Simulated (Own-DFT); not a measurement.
Hf$_{36}$O$_{71}$ (tetragonal hafnia with one neutral oxygen vacancy, atoms displaced) (calculated)

Computed with Own-DFT development build. A calculation, not a measurement: plane-wave PBE and HSE06 DFT by an unreviewed code, no spin, of a simulated cell at Gamma alone, so results move with cell size and shape, stress positive in tension, energies less offsets, not probed for a lower state with spin; hafnium file: forces about 75 meV/angstrom off all-electron values; oxygen file: force components 24 meV/angstrom off all-electron in a glass; k mesh not checked against a denser one; forces and stress are PBE's, HSE06 gives the energy alone, and its difference from PBE has offsets of its own; offsets are fitted by least squares, one for each functional and potential file, so energies compare only between cells with the same atoms and settings and are not formation energies; the far tail of each file's local potential was reset to the Coulomb form; each entry is a single point on an unrelaxed cell, so the pressure reflects the starting lattice, taken from the Materials Project, from which strain is counted, and rises with the displacements; printed positions are rounded, which can move forces by about a meV/angstrom; the program is a retired in-house code; no spin-orbit coupling.

Common to all runs: first functional PBE; second functional HSE06; exact exchange share 0.25; screening 0.11 1/bohr; exchange divergence Gygi-Baldereschi; potential files PseudoDojo norm-conserving, scalar-relativistic, made for PBE, standard set; wave cutoff 48 hartree; occupations fixed; k mesh 1 x 1 x 1 centred on Gamma.

(1) Hf$_{36}$O$_{71}$ (tetragonal hafnia with one neutral oxygen vacancy, atoms displaced)

```xyz
107
Lattice="10.7800 0.0000 0.0000 0.0000 10.7800 0.0000 0.0000 0.0000 10.4493" Properties=species:S:1:pos:R:3 Hf36O71
Hf     0.0020     0.0869    10.4117
Hf     1.8154     1.8229     2.6117
O     10.7089     1.8090     1.6149
O      1.8470    10.7129     3.7417
O      0.0160     1.7264     4.2196
O      1.7512    10.7528     1.0226
Hf    10.7217    10.7778     5.0764
Hf     1.8497     1.6993     7.8568
O     10.7127     1.8464     6.8244
O      1.7645     0.0542     8.9045
O     10.7250     1.8068     9.4708
O      1.8137     0.0498     6.2809
Hf     0.0013     3.6028     0.0244
Hf     1.8573     5.4057     2.5294
O      0.0035     5.3545     1.5685
O      1.7873     3.6617     3.6970
O      0.0334     5.3776     4.1236
O      1.7559     3.5973     1.0631
Hf    10.7591     3.5410     5.2646
Hf     1.8061     5.4500     7.8862
O      0.0056     5.4344     6.8674
O      1.8620     3.5934     8.8890
O     10.7085     5.4549     9.3881
O      1.8432     3.5482     6.2369
Hf     0.0242     7.1931     0.0588
Hf     1.7247     8.9935     2.6391
O      0.0510     9.0565     1.5338
O      1.7960     7.2437     3.5590
O      0.0243     8.9197     4.2130
O      1.8319     7.2952     1.0461
Hf    10.6924     7.2008     5.2387
Hf     1.7893     9.0314     7.9071
O     10.7189     8.9906     6.8015
O      1.8383     7.1648     8.8899
O      0.0486     8.9808     9.4043
O      1.7503     7.1753     6.2500
Hf     3.6512    10.7412     0.0522
Hf     5.4816     1.8637     2.6327
O      3.5638     1.8081     1.5470
O      5.4614    10.7579     3.6122
O      3.5717     1.8810     4.1946
O      5.4491    10.7180     1.1280
Hf     3.5305    10.7094     5.1810
Hf     5.3857     1.7835     7.7770
O      3.6651     1.7764     6.8326
O      5.3483    10.7640     8.8136
O      3.5741     1.8127     9.5257
O      5.3443     0.0066     6.1459
Hf     3.5326     3.5586    10.4491
Hf     5.4469     5.3118     2.6361
O      3.5478     5.3709     1.5161
O      5.3550     3.6580     3.7061
O      3.6412     5.4351     4.2753
O      5.4717     3.4748     1.1291
Hf     3.5937     3.5940     5.2499
Hf     5.3817     5.3663     7.8834
O      3.5512     5.3632     6.8841
O      5.4565     3.4974     8.9516
O      3.4695     5.3288     9.4422
O      5.3567     3.5723     6.2425
Hf     3.6781     7.2217    10.4485
Hf     5.3815     8.9711     2.6624
O      3.5732     9.0166     1.6207
O      5.3372     7.1462     3.5825
O      3.5179     9.0490     4.2073
O      5.3775     7.0943     1.0763
Hf     3.6430     7.1416     5.0985
Hf     5.3715     9.0784     7.8564
O      3.6344     8.9416     6.7846
O      5.3787     7.3628     8.8578
O      3.6223     9.0099     9.3764
O      5.3925     7.1618     6.2358
Hf     7.1964     0.0720    10.4236
Hf     8.9538     1.8299     2.6175
O      7.1763     1.7382     1.6744
O      8.9575     0.0331     3.5923
O      7.2301     1.7902     4.2345
O      8.9291    10.6871     1.1218
Hf     7.1864     0.0035     5.1644
Hf     9.0657     1.7782     7.7863
O      7.1755     1.7678     6.8461
O      9.0141    10.7745     8.7962
O      7.1824     1.7771     9.4507
Hf     7.1593     3.5408    10.4301
Hf     8.9345     5.3673     2.6139
O      7.2686     5.3524     1.5953
O      9.0109     3.5007     3.6723
O      7.2556     5.3495     4.1403
O      9.0142     3.5959     1.0444
Hf     7.1917     3.6262     5.2652
Hf     9.0092     5.4648     7.7507
O      7.1703     5.4043     6.7728
O      8.9993     3.5579     8.9144
O      7.1829     5.3327     9.3820
O      8.8226     3.5520     6.2082
Hf     7.1353     7.0738    10.4435
Hf     8.9956     9.0013     2.5641
O      7.1715     8.9470     1.5998
O      8.9173     7.2312     3.6253
O      7.2332     8.9614     4.1504
O      8.9810     7.2560     1.0327
Hf     7.2179     7.1642     5.2922
Hf     9.0128     8.9791     7.9090
O      7.1625     8.9699     6.7626
O      8.9229     7.1066     8.8051
O      7.1471     8.9446     9.5032
O      8.9171     7.1208     6.1637
```

```
PBE energy of cell above offsets : -96.848 eV
HSE06 less PBE above offsets     : 0.042 eV
PBE pressure                     : 2.08 GPa
PBE stress xx                    : -1.4 GPa
PBE stress yy                    : -2.69 GPa
PBE stress zz                    : -2.15 GPa
PBE stress yz                    : -0.36 GPa
PBE stress xz                    : 0.32 GPa
PBE stress xy                    : 0 GPa
```

Force:
```
element  x (eV/Å)  y (eV/Å)  z (eV/Å)
     Hf    -0.377    -1.779     1.774
     Hf     0.239     0.066     0.572
      O     1.331    -0.321    -0.246
      O    -0.798     1.733    -1.268
      O     0.415     1.677    -0.456
      O     0.818      0.85    -0.135
     Hf    -0.035    -1.359     2.223
     Hf     0.368     2.394    -1.151
      O      2.11    -0.082    -0.719
      O     -0.03    -1.075     0.333
      O      0.41     0.338    -0.779
      O    -1.053    -0.018     0.546
     Hf    -0.924     1.119    -0.667
     Hf    -1.999      0.19     1.454
      O     0.204     0.633    -0.275
      O     0.049    -0.803     -1.04
      O    -0.846     0.215     1.626
      O     0.463    -0.442     0.131
     Hf     0.792     0.981    -0.961
     Hf      0.01    -0.594    -0.399
      O    -0.356    -0.777    -1.265
      O    -0.744    -0.797    -0.148
      O     0.581    -0.654     0.798
      O    -1.483    -0.255      0.28
     Hf     0.161    -0.134    -0.106
     Hf     1.015     0.014    -0.797
      O    -1.203    -0.524     0.504
      O     0.507    -1.569     0.561
      O    -0.387     1.209    -0.748
      O     -0.12    -0.791    -0.746
     Hf      2.01     -1.25    -0.742
     Hf     0.329    -1.425    -1.567
      O     0.233     0.165     0.319
      O    -0.026     1.399     0.139
      O    -0.359     0.036    -0.072
      O     0.278     0.102    -0.471
     Hf    -0.206      0.39     1.068
     Hf    -2.127     -1.05     0.876
      O     0.465    -0.151     0.978
      O     -0.33     0.776     0.171
      O    -0.077    -1.366    -0.247
      O    -0.734     0.684    -1.772
     Hf     0.603     1.619     0.888
     Hf     0.753    -0.009     0.327
      O    -1.601     0.191     0.258
      O     0.136     1.799     1.292
      O    -0.074    -1.448    -1.219
      O     0.802     0.056     0.607
     Hf     0.129     0.232       0.5
     Hf    -0.446     1.247    -0.556
      O     1.762    -0.349     0.598
      O     0.352    -1.037    -0.263
      O    -0.335    -2.077    -1.605
      O    -0.904     0.937    -0.361
     Hf     -0.72     0.072    -0.112
     Hf    -0.293     0.449     -0.73
      O     1.249     0.091    -0.108
      O    -0.554     1.346    -0.678
      O     1.694     1.342      0.14
      O     0.838     0.358     1.073
     Hf    -1.389    -0.302    -0.079
     Hf     1.136     0.729    -0.831
      O     0.589    -0.052    -0.597
      O     -0.05    -0.081     0.588
      O     1.041    -2.283    -0.748
      O     0.362    -0.209    -0.803
     Hf     -0.83     2.459     2.595
     Hf     0.303    -1.086    -2.205
      O    -1.157     0.598     0.574
      O    -0.184    -3.675     0.814
      O    -0.813     0.323     0.705
      O    -0.228    -0.615    -0.261
     Hf    -0.016    -2.676     1.553
     Hf     0.346    -0.564    -0.029
      O     0.971     0.222    -1.398
      O     0.711    -0.582     1.135
      O    -0.785     0.946     -0.33
      O     0.535      0.91    -2.122
     Hf    -0.168    -1.035     0.673
     Hf    -2.517     0.849     1.039
      O     0.381    -0.514    -0.128
      O    -0.093     0.081     0.407
      O     0.111    -0.019     0.037
     Hf     1.167     0.378    -0.315
     Hf     2.286     0.319     1.149
      O     -1.93     0.172    -0.986
      O      0.14     1.531     0.059
      O    -0.344     0.309     0.217
      O    -1.024    -0.233     0.048
     Hf    -1.818    -0.585    -1.144
     Hf    -0.353    -2.087     1.446
      O    -0.598    -0.174     0.326
      O     -0.03     0.545    -1.117
      O    -0.989     0.231      0.31
      O     3.634     0.349     1.367
     Hf     0.887      2.08     0.403
     Hf    -1.325    -0.442    -0.415
      O    -0.403    -0.509     0.458
      O     0.613    -1.103    -0.164
      O    -0.458     0.121     0.869
      O     0.174     -0.52    -0.613
     Hf    -2.106     1.026    -1.983
     Hf    -1.041    -0.126    -0.858
      O     0.999     0.395     0.787
      O     -0.11     1.657     0.409
      O     0.716     0.892    -0.395
      O     1.687    -0.225      1.92
```

(2) Hf$_{36}$O$_{71}$ (tetragonal hafnia with one neutral oxygen vacancy, atoms displaced)

```xyz
107
Lattice="10.7800 0.0000 0.0000 0.0000 10.7800 0.0000 0.0000 0.0000 10.4493" Properties=species:S:1:pos:R:3 Hf36O71
Hf    10.7540    10.7503    10.4225
Hf     1.7586     1.7737     2.5823
O     10.7772     1.7841     1.5637
O      1.8381    10.7330     3.5789
O     10.7519     1.7892     4.1599
O      1.8208    10.7584     1.0359
Hf     0.0196    10.7662     5.2489
Hf     1.7738     1.7939     7.8316
O      0.0287     1.8277     6.7818
O      1.7972     0.0201     8.8634
O      0.0509     1.7390     9.4332
O      1.7491     0.0184     6.2649
Hf     0.0104     3.5852     0.0401
Hf     1.8221     5.4505     2.6656
O     10.7266     5.3695     1.5702
O      1.8320     3.5627     3.6219
O      0.0091     5.3841     4.1670
O      1.8394     3.5906     0.9742
Hf    10.7496     3.5904     5.2279
Hf     1.8284     5.3824     7.8620
O      0.0020     5.4050     6.7945
O      1.8028     3.6231     8.8473
O     10.7427     5.3752     9.4295
O      1.7982     3.5806     6.2537
Hf    10.7532     7.2336     0.0139
Hf     1.8169     8.9834     2.6099
O      0.0297     8.9960     1.6001
O      1.7760     7.2458     3.6021
O      0.0170     9.0089     4.1992
O      1.7648     7.1917     1.0876
Hf    10.7428     7.1753     5.1805
Hf     1.8029     9.0325     7.8576
O     10.7752     9.0127     6.8360
O      1.7703     7.1604     8.8611
O     10.7184     9.0204     9.4001
O      1.8903     7.2381     6.1737
Hf     3.6333    10.7117     0.0401
Hf     5.3750     1.7967     2.6365
O      3.5892     1.8052     1.5907
O      5.3523     0.0287     3.7037
O      3.6144     1.7419     4.2075
O      5.3906     0.0380     1.0705
Hf     3.5740     0.0853     5.2030
Hf     5.3832     1.7964     7.8480
O      3.5622     1.7562     6.7987
O      5.3862     0.0044     8.9107
O      3.6235     1.7642     9.4538
O      5.4201     0.0199     6.2092
Hf     3.5974     3.6165     0.0211
Hf     5.3802     5.4584     2.5874
O      3.5750     5.4017     1.5822
O      5.4231     3.6482     3.6335
O      3.5887     5.4050     4.1945
O      5.3496     3.6100     1.0639
Hf     3.5971     3.5770     5.1967
Hf     5.4030     5.3869     7.7811
O      3.5993     5.4066     6.8338
O      5.3292     3.5727     8.8720
O      3.6325     5.3674     9.4051
O      5.4389     3.5936     6.2448
Hf     3.5659     7.1761    10.4488
Hf     5.3982     8.9904     2.5839
O      3.5599     8.9621     1.5915
O      5.3568     7.2721     3.6136
O      3.5754     8.9785     4.2169
O      5.4267     7.2080     1.0228
Hf     3.5336     7.2223     5.1807
Hf     5.4397     8.9844     7.8183
O      3.6463     8.9844     6.8101
O      5.4054     7.1733     8.9063
O      3.5974     8.9554     9.4890
O      5.4253     7.2497     6.2463
Hf     7.1764    10.7644     0.0096
Hf     8.9616     1.7677     2.5546
O      7.2038     1.8343     1.5257
O      8.9651     0.0283     3.6277
O      7.1589     1.8007     4.2123
O      9.0282    10.7277     0.9579
Hf     7.2051     0.0604     5.2686
Hf     8.9563     1.7664     7.7847
O      7.2236     1.7933     6.8074
O      9.0070    10.7477     8.8507
O      7.1740     1.8055     9.3899
O      8.9850    10.7603     6.1851
Hf     7.1825     3.6183     0.0401
Hf     8.9805     5.3821     2.5976
O      7.1754     5.3561     1.5755
O      8.9788     3.6246     3.6471
O      7.1259     5.4258     4.1850
O      9.0111     3.5721     1.0034
Hf     7.1502     3.5779     5.2664
Hf     8.9766     5.4062     7.7946
O      7.1514     5.4219     6.7919
O      9.0374     3.6141     8.9058
O      7.2081     5.3619     9.4200
O      8.9761     3.6455     6.2390
Hf     7.1523     7.1757     0.0071
Hf     9.0163     8.9744     2.5902
O      7.1565     9.0075     1.5878
O      9.0098     7.2201     3.6139
O      7.2118     9.0719     4.1437
O      9.0049     7.1817     1.0188
Hf     7.2119     7.1836     5.2740
Hf     8.9803     8.9746     7.8725
O      7.2165     8.9905     6.8271
O      9.0021     7.1732     8.8625
O      8.9842     7.1584     6.2988
```

```
PBE energy of cell above offsets : -100.610 eV
HSE06 less PBE above offsets     : -0.137 eV
PBE pressure                     : 0.68 GPa
PBE stress xx                    : -1.49 GPa
PBE stress yy                    : 0.46 GPa
PBE stress zz                    : -1.02 GPa
PBE stress yz                    : 0.33 GPa
PBE stress xz                    : 0.73 GPa
PBE stress xy                    : 0.01 GPa
```

Force:
```
element  x (eV/Å)  y (eV/Å)  z (eV/Å)
     Hf     1.473      0.75      0.22
     Hf     0.368    -0.112    -0.261
      O    -0.173     0.066     0.106
      O    -0.166     1.364     0.964
      O     0.396     0.035     0.468
      O    -0.387     0.113    -0.484
     Hf    -0.485     0.282    -0.848
     Hf     0.158     0.486      0.72
      O    -1.128    -0.028     0.089
      O     0.236    -0.808    -0.194
      O     -0.19      0.74    -0.209
      O     0.816    -0.166     -0.04
     Hf    -0.032     0.269    -1.235
     Hf    -0.698    -0.882    -0.886
      O     1.107     -0.03     0.477
      O     0.142     0.424     0.013
      O     0.205     0.309     0.293
      O    -0.888     0.006      0.74
     Hf     0.481    -0.332    -0.332
     Hf    -0.621    -0.274    -0.213
      O     0.469      0.21     -0.12
      O     0.016    -0.583    -0.091
      O     0.353     0.663     0.305
      O     0.298     0.197    -0.565
     Hf     0.381    -1.171    -0.487
     Hf    -0.087     0.557    -0.393
      O    -0.428    -0.199    -0.358
      O     0.023     -1.23     0.849
      O    -0.327     -0.38     0.221
      O     0.229    -0.323    -0.865
     Hf     0.649     0.248     0.596
     Hf     0.463    -0.457     -0.59
      O     0.286    -0.299    -0.149
      O     0.208     0.901      0.12
      O     0.577    -0.984     0.126
      O     -2.71    -0.169     0.787
     Hf    -0.721     1.427    -0.132
     Hf     0.007     0.151    -0.274
      O     0.039    -0.082     0.668
      O    -0.057    -0.305    -1.054
      O    -0.027     2.212    -0.535
      O     0.407    -0.234    -0.043
     Hf     0.597    -2.399     0.704
     Hf    -0.455    -0.144     0.785
      O     0.687     0.248    -0.027
      O     0.601    -0.677    -0.479
      O    -0.099     0.116    -0.098
      O    -0.439     0.201     1.016
     Hf      0.34    -1.045    -0.685
     Hf     0.262    -0.448     0.655
      O     0.115      0.44     0.089
      O     -0.52    -0.631     0.143
      O    -0.293      -0.2    -0.117
      O     0.655     0.109    -0.253
     Hf    -0.522     0.322     0.093
     Hf    -0.708     0.085     1.309
      O      0.33    -0.316     -0.47
      O     0.472     0.378    -0.632
      O    -0.332       0.9      0.33
      O    -1.411    -0.256     0.482
     Hf    -0.003    -0.503     0.145
     Hf    -0.184     0.869     1.227
      O     1.081    -0.064    -0.226
      O     0.195    -1.024    -0.168
      O    -0.198     0.748    -0.185
      O    -0.905    -0.229     0.157
     Hf     2.114     0.485     0.237
     Hf    -0.697    -0.302     0.083
      O    -0.801     0.365     0.856
      O     0.519     0.407    -0.557
      O    -0.256    -0.054    -0.721
      O    -0.355    -0.395    -0.026
     Hf    -0.152     0.055    -0.507
     Hf     0.524     0.657     0.913
      O    -0.432     -0.35     0.618
      O     0.216    -0.204    -0.854
      O     0.051     0.484    -0.207
      O    -1.356     0.265     0.733
     Hf    -0.502     -1.04    -1.652
     Hf     1.075     0.907     1.579
      O    -0.604     0.139    -0.253
      O    -0.796     0.706    -0.305
      O      0.19    -0.223     0.207
      O     0.545     0.432     1.079
     Hf     0.056    -0.551    -0.534
     Hf    -0.015    -0.253     0.112
      O     0.224     0.157    -0.035
      O    -0.039    -0.569    -0.353
      O     0.337     0.156     0.481
      O    -0.687      0.05     0.557
     Hf     0.904     0.648    -1.792
     Hf     0.672    -0.722     1.226
      O     0.668    -0.066    -0.168
      O    -0.316    -0.909    -1.206
      O    -0.226     0.434    -0.002
      O    -0.247    -0.223     0.294
     Hf     0.621      0.22    -0.806
     Hf    -0.707     0.869     0.483
      O     0.916     -0.02    -0.826
      O     0.163    -0.627     0.524
      O    -0.019    -1.125     0.949
      O     -0.92     0.365     0.119
     Hf    -0.739     0.723    -1.163
     Hf     0.442    -0.378    -0.143
      O     0.017     0.055     0.489
      O    -0.508     0.491     0.055
      O     0.188     0.097    -0.686
```
